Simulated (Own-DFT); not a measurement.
GaP (zincblende, atoms displaced) (calculated)

Computed with Own-DFT development build. A calculation, not a measurement: plane-wave PBE density functional theory by an unreviewed code, no spin, of a simulated periodic cell, stress positive in tension, free energy of the whole cell less one offset for each atom, forces on such cells passed a denser k mesh, this cell's mesh not checked; offsets are fitted by least squares, one for each functional and potential file, so energies compare only between cells with the same atoms and settings and are not formation energies; the far tail of each file's local potential was reset to the Coulomb form; each entry is a single point on an unrelaxed cell, so the pressure reflects the starting lattice, mostly measured values (interpolated for alloys), from which strain is counted, and rises with the displacements; printed positions are rounded, which can move forces by about a meV/angstrom; the program, named Own-DFT, is a retired in-house code; no spin-orbit coupling.

Common to all runs: functional PBE; potential files PseudoDojo norm-conserving, scalar-relativistic, standard set; wave cutoff 42 hartree; occupations Fermi-Dirac; smearing width 0.1 eV; k mesh 2 x 3 x 3 centred on Gamma.

(1) GaP (zincblende, atoms displaced)

```
GaP
1.0
     16.3515     0.0000     0.0000
      0.0000    10.9010     0.0000
      0.0000     0.0000    10.9010
Ga P Ga P Ga P Ga P Ga P Ga P Ga P Ga P Ga P Ga P Ga P Ga P
4 4 4 4 4 4 4 4 4 4 4 4 4 4 4 4 4 4 4 4 4 4 4 4
Direct
  0.00665 0.00904 0.99770
  0.99687 0.24267 0.23553
  0.17057 0.99775 0.24130
  0.16159 0.24063 0.01238
  0.08281 0.13846 0.12801
  0.08222 0.38721 0.38635
  0.25802 0.10621 0.37503
  0.25129 0.37124 0.12087
  0.99854 0.99489 0.50636
  0.99592 0.23332 0.75551
  0.16426 0.99760 0.74442
  0.16863 0.24617 0.50940
  0.08233 0.14369 0.63902
  0.09426 0.37030 0.88238
  0.23379 0.10089 0.87587
  0.27023 0.39860 0.61940
  0.99776 0.50779 0.00660
  0.00296 0.74217 0.25719
  0.16930 0.48567 0.24898
  0.16426 0.76180 0.99906
  0.06916 0.62269 0.13101
  0.09696 0.87281 0.36485
  0.25497 0.63147 0.36040
  0.25151 0.87884 0.11515
  0.00930 0.49470 0.49516
  0.99185 0.75432 0.76720
  0.16479 0.49944 0.76100
  0.15983 0.74457 0.51476
  0.09152 0.64040 0.63630
  0.07759 0.86944 0.88023
  0.26422 0.64528 0.87890
  0.25428 0.87474 0.60269
  0.33621 0.97977 0.99314
  0.33919 0.26348 0.24939
  0.51016 0.00395 0.25452
  0.48526 0.24364 0.00833
  0.42798 0.12496 0.12918
  0.41396 0.37148 0.37230
  0.59594 0.11894 0.39333
  0.58324 0.37618 0.10509
  0.33530 0.98591 0.48202
  0.33742 0.23818 0.72736
  0.50282 0.97804 0.74716
  0.47348 0.25877 0.51109
  0.42397 0.11557 0.62398
  0.42850 0.34068 0.87571
  0.57644 0.12763 0.88191
  0.57567 0.37333 0.61970
  0.34105 0.49098 0.00221
  0.35106 0.73797 0.26220
  0.51492 0.50850 0.22831
  0.50266 0.77336 0.99099
  0.39944 0.64100 0.13988
  0.41946 0.87809 0.38567
  0.59196 0.62799 0.39833
  0.58419 0.86664 0.12640
  0.33180 0.47678 0.47611
  0.33700 0.75178 0.75819
  0.50655 0.50727 0.76786
  0.49957 0.76165 0.51442
  0.41330 0.59064 0.62948
  0.41366 0.86710 0.88258
  0.57536 0.62920 0.86579
  0.58978 0.90239 0.65388
  0.65618 0.00276 0.00732
  0.66791 0.25180 0.25599
  0.84909 0.00108 0.25540
  0.83107 0.25806 0.00657
  0.76414 0.09952 0.12314
  0.74872 0.38229 0.38241
  0.92808 0.12186 0.36712
  0.90130 0.37064 0.12576
  0.65267 0.00259 0.49418
  0.67090 0.24229 0.73285
  0.83448 0.99708 0.74803
  0.83249 0.26737 0.49073
  0.75589 0.12238 0.62486
  0.75444 0.39379 0.90111
  0.90074 0.13344 0.89082
  0.91058 0.37522 0.59696
  0.67382 0.48251 0.00568
  0.67032 0.73082 0.25067
  0.85195 0.50447 0.25297
  0.83242 0.72018 0.99323
  0.73682 0.64160 0.14020
  0.74993 0.86851 0.37370
  0.91631 0.62240 0.38567
  0.91428 0.88849 0.12352
  0.67048 0.49725 0.49923
  0.66728 0.74726 0.76138
  0.82133 0.50089 0.74932
  0.85279 0.75624 0.50536
  0.74220 0.62913 0.61771
  0.76490 0.89887 0.88796
  0.91516 0.64025 0.86693
  0.92288 0.85452 0.61275
```

```
free energy of cell above offsets : -20.886 eV
pressure                          : 7.6 GPa
stress xx                         : -7.24 GPa
stress yy                         : -6.84 GPa
stress zz                         : -8.72 GPa
stress yz                         : -1.17 GPa
stress xz                         : 2.26 GPa
stress xy                         : 1.09 GPa
```

Force:
```csv
element,x (eV/Å),y (eV/Å),z (eV/Å)
Ga,-1.473,0.033,0.593
Ga,-0.575,2.257,1.483
Ga,0.427,0.687,-0.119
Ga,2.389,0.899,-1.823
P,0.082,-2.78,0.486
P,2.483,-3.729,-2.926
P,-1.625,2.998,-1.213
P,-0.009,-0.394,-0.188
Ga,1.765,0.679,-0.884
Ga,-1.897,2.359,1.316
Ga,-0.803,-1.559,-1.449
Ga,1.196,0.877,-0.643
P,0.63,-2.913,-1.695
P,-2.35,0.241,-0.099
P,3.006,2.207,1.222
P,-3.993,-3.136,3.445
Ga,-0.775,-1.428,-1.5
Ga,-1.281,2.175,0.403
Ga,-0.302,1.557,-0.001
Ga,0.431,-1.644,0.573
P,3.296,-0.185,-0.303
P,-1.825,-0.481,1.437
P,-1.632,-1.272,1.795
P,-0.034,-0.941,1.788
Ga,-2.183,2.901,2.793
Ga,2.413,1.151,-2.33
Ga,2.007,1.193,-0.564
Ga,2.76,1.61,-3.383
P,-3.137,-2.949,2.091
P,0.448,1.468,-1.057
P,-3.032,-2.931,1.706
P,-0.514,-0.512,2.761
Ga,-1.068,3.113,0.785
Ga,-1.192,-2.556,-0.832
Ga,0.105,-0.254,0.568
Ga,4.345,-0.582,0.748
P,-2.986,-2.235,1.984
P,3.031,0.687,-2.217
P,-5.38,5.849,-5.014
P,-0.675,-1.842,1.727
Ga,-0.18,1.711,2.515
Ga,-1.153,0.263,1.62
Ga,-4.986,4.221,4.472
Ga,3.083,-0.026,-0.323
P,-1.378,-2.399,0.239
P,-3.232,4.383,-3.134
P,0.623,-0.113,-0.691
P,0.856,0.231,0.574
Ga,-0.072,0.359,-0.755
Ga,-4.342,5.896,5.526
Ga,-1.223,1.194,1.681
Ga,0.426,-2.683,1.382
P,6.518,-6.006,-7.586
P,2.487,-1.312,-2.403
P,-1.84,0.625,-2.094
P,0.358,0.218,1.126
Ga,0.025,4.466,-1.334
Ga,0.498,0.068,-3.578
Ga,-2.291,-3.65,-2.695
Ga,0.503,-1.2,1.228
P,0.213,2.433,-0.26
P,1.036,1.004,-2.693
P,2.651,1.962,3.67
P,4.46,-4.925,-4.55
Ga,1.316,0.321,-0.444
Ga,0.714,-0.628,-0.785
Ga,-2.007,-0.732,0.969
Ga,-2.366,-1.441,0.121
P,-2.138,2.374,0.174
P,0.397,0.08,-2.55
P,-0.909,0.89,1.98
P,3.657,0.831,0.352
Ga,5.465,-4.918,4.183
Ga,-1.382,0.749,1.469
Ga,0.78,0.409,-0.996
Ga,-0.83,-3.63,-0.913
P,0.335,-0.086,-1.522
P,2.247,-3.148,-4.624
P,2.95,-1.279,-2.018
P,2.361,1.721,4.2
Ga,-2.769,4.751,2.037
Ga,-4.808,5.34,5.806
Ga,-3.297,0.535,0.58
Ga,-1.812,3.474,2.257
P,6.495,-6.419,-6.506
P,0.717,0.658,0.693
P,1.895,0.121,-0.337
P,1.822,-2.876,-0.987
Ga,-0.994,-0.654,1.351
Ga,1.098,1.261,-0.241
Ga,1.01,0.441,-0.964
Ga,-6.384,-3.034,-3.549
P,1.425,0.686,1.007
P,-2.234,-3.034,0.663
P,-0.707,-4.826,0.407
P,2.843,4.724,4.79
```

(2) GaP (zincblende, atoms displaced)

```
GaP
1.0
     16.3515     0.0000     0.0000
      0.0000    10.9010     0.0000
      0.0000     0.0000    10.9010
Ga P Ga P Ga P Ga P Ga P Ga P Ga P Ga P Ga P Ga P Ga P Ga P
4 4 4 4 4 4 4 4 4 4 4 4 4 4 4 4 4 4 4 4 4 4 4 4
Direct
  0.00997 0.00625 0.00846
  0.99920 0.26118 0.25924
  0.16140 0.00718 0.25497
  0.17553 0.26590 0.99313
  0.09391 0.11257 0.13420
  0.08076 0.38058 0.38718
  0.25872 0.14655 0.41121
  0.25496 0.39666 0.10102
  0.99908 0.99347 0.50264
  0.00593 0.23839 0.74412
  0.17129 0.01104 0.75577
  0.16603 0.26376 0.53341
  0.10482 0.13464 0.61086
  0.07001 0.36191 0.86044
  0.24998 0.12603 0.87955
  0.26081 0.39353 0.63140
  0.00529 0.51339 0.01731
  0.00026 0.72922 0.26245
  0.15512 0.49482 0.25161
  0.15819 0.72807 0.01683
  0.08433 0.61809 0.11311
  0.09462 0.87615 0.38249
  0.24633 0.60215 0.40303
  0.24436 0.84308 0.15759
  0.00874 0.47874 0.48632
  0.99569 0.76651 0.75301
  0.16320 0.50295 0.74544
  0.16403 0.74958 0.50523
  0.08072 0.62702 0.63747
  0.07619 0.87259 0.87037
  0.24514 0.60939 0.88691
  0.25104 0.87889 0.64645
  0.33525 0.99222 0.98712
  0.33142 0.27512 0.24184
  0.48802 0.99907 0.24357
  0.51855 0.25379 0.00187
  0.42691 0.13766 0.13593
  0.43011 0.35697 0.37389
  0.59573 0.13400 0.34947
  0.57285 0.38659 0.11925
  0.32715 0.01689 0.50606
  0.32607 0.28560 0.72369
  0.50982 0.98802 0.76619
  0.51141 0.24922 0.51364
  0.41093 0.14267 0.59905
  0.40448 0.37513 0.86941
  0.59355 0.11999 0.86754
  0.58848 0.39029 0.61904
  0.33187 0.49283 0.00795
  0.32947 0.75560 0.26345
  0.50329 0.51990 0.25537
  0.50722 0.78122 0.00325
  0.40118 0.62989 0.13911
  0.41498 0.88764 0.37930
  0.59149 0.59741 0.39548
  0.57964 0.87261 0.13300
  0.32747 0.49093 0.49047
  0.33136 0.75040 0.76383
  0.49987 0.49133 0.73893
  0.49764 0.74642 0.49331
  0.41944 0.64399 0.61305
  0.41232 0.88059 0.88518
  0.58575 0.63892 0.88475
  0.57648 0.88981 0.60036
  0.66958 0.99659 0.01455
  0.66479 0.23507 0.25501
  0.83391 0.01914 0.26640
  0.83849 0.24031 0.98865
  0.74433 0.10638 0.11738
  0.73935 0.36661 0.38751
  0.92724 0.12676 0.39422
  0.91607 0.38166 0.12111
  0.65222 0.98585 0.51474
  0.66398 0.23442 0.74414
  0.82913 0.99834 0.73167
  0.83098 0.25179 0.48744
  0.74695 0.11115 0.63467
  0.74156 0.35544 0.84218
  0.91574 0.12454 0.88933
  0.91645 0.37055 0.62229
  0.67416 0.51664 0.98799
  0.66078 0.75925 0.24408
  0.84090 0.49573 0.25568
  0.82977 0.73592 0.97919
  0.77546 0.63994 0.12936
  0.73560 0.91130 0.38351
  0.92086 0.63524 0.37163
  0.91037 0.89716 0.11069
  0.65132 0.48337 0.50617
  0.66941 0.77978 0.74500
  0.83759 0.49800 0.72305
  0.83193 0.76360 0.48204
  0.73609 0.61540 0.63247
  0.75553 0.88510 0.89152
  0.91726 0.62964 0.85158
  0.91929 0.86188 0.62189
```

```
free energy of cell above offsets : -15.888 eV
pressure                          : 8.28 GPa
stress xx                         : -8.76 GPa
stress yy                         : -8.35 GPa
stress zz                         : -7.73 GPa
stress yz                         : 2.64 GPa
stress xz                         : 0.66 GPa
stress xy                         : -0.97 GPa
```

Force:
```csv
element,x (eV/Å),y (eV/Å),z (eV/Å)
Ga,-0.865,-0.44,-0.561
Ga,0.314,-1.205,-0.889
Ga,3.367,-1.582,2.41
Ga,-1.611,-1.199,-0.313
P,-1.633,4.256,-1.864
P,4.908,-4.763,-4.196
P,-2.902,1.878,-4.34
P,-5.4,-4.466,6.115
Ga,1.75,-0.639,0.602
Ga,-1.856,-1.68,-1.108
Ga,-0.859,-0.805,0.317
Ga,4.339,5.198,-4.209
P,-6.051,-5.951,4.019
P,2.681,2.734,2.664
P,0.912,0.858,-0.423
P,-7.15,4.551,-3.508
Ga,-3.577,-3.117,-4.45
Ga,2.47,3.997,-3.281
Ga,1.967,0.494,0.008
Ga,3.706,4.07,-3.484
P,-0.994,-0.224,5.962
P,-2.106,-0.361,-0.516
P,-2.825,3.577,-3.766
P,-2.933,3.718,-3.685
Ga,-5.336,5.722,5.417
Ga,0.785,-1.898,-0.241
Ga,-0.062,-0.555,1.106
Ga,0.944,-0.626,1.608
P,-0.738,0.314,-1.517
P,2.156,1.188,1.619
P,0.194,1.399,-0.598
P,0.132,-0.157,-1.668
Ga,-1.903,2.596,3.583
Ga,0.418,-1.21,0.75
Ga,1.78,0.046,1.13
Ga,-2.339,-1.431,-1.622
P,-2.086,0.504,-2.479
P,-1.041,2.426,-0.227
P,-6.813,-6.186,6.882
P,3.088,1.676,1.194
Ga,1.049,-3.695,1.112
Ga,5.449,-7.544,5.19
Ga,-1.577,0.812,-1.384
Ga,0.497,-0.323,-1.883
P,1.166,-0.053,3.62
P,2.54,-0.177,0.326
P,-1.313,-0.74,2.19
P,-4.232,-6.489,6.056
Ga,5.097,4.649,-3.854
Ga,1.917,-2.243,2.946
Ga,-1.59,-1.273,-0.436
Ga,-2.067,-3.378,-1.292
P,2.33,0.089,-0.742
P,-0.529,-0.89,0.446
P,-2.66,6.039,-4.52
P,0.404,2.483,0.765
Ga,5.24,-1.346,0.462
Ga,0.062,-0.916,-0.314
Ga,-1.169,1.9,1.434
Ga,1.133,0.789,-1.414
P,-1.847,-2.458,2.199
P,2.378,-1.974,-2.198
P,-0.947,0.628,-1.688
P,-5.882,-5.801,6.104
Ga,-2.353,-1.898,-2.212
Ga,4.992,5.746,-5.839
Ga,0.288,-0.766,-1.013
Ga,-3.01,2.078,1.277
P,3.197,4.403,2.686
P,0.998,0.831,-1.91
P,-1.275,0.97,-1.676
P,0.146,-1.113,0.137
Ga,5.548,7.371,-3.977
Ga,-0.586,0.515,-1.927
Ga,2.199,-1.44,2.819
Ga,0.199,-0.728,1.909
P,-1.079,1.593,-3.175
P,2.881,2.998,3.121
P,2.526,-2.088,-3.332
P,1.172,-1.133,-1.457
Ga,0.54,-1.325,0.934
Ga,2.307,-1.685,1.857
Ga,-1.017,0.156,0.683
Ga,1.906,1.436,-0.535
P,-3.365,-1.427,1.378
P,2.229,-2.981,-1.924
P,-2.2,-3.304,2.871
P,0.176,-1.699,1.546
Ga,7.82,1.952,-1.832
Ga,-0.347,-1.035,0.57
Ga,-1.321,0.487,1.505
Ga,-1.557,-0.474,0.515
P,0.979,1.343,-1.242
P,-0.597,-0.138,-2.134
P,-0.219,-1.424,1.698
P,-1.46,1.982,-0.888
```
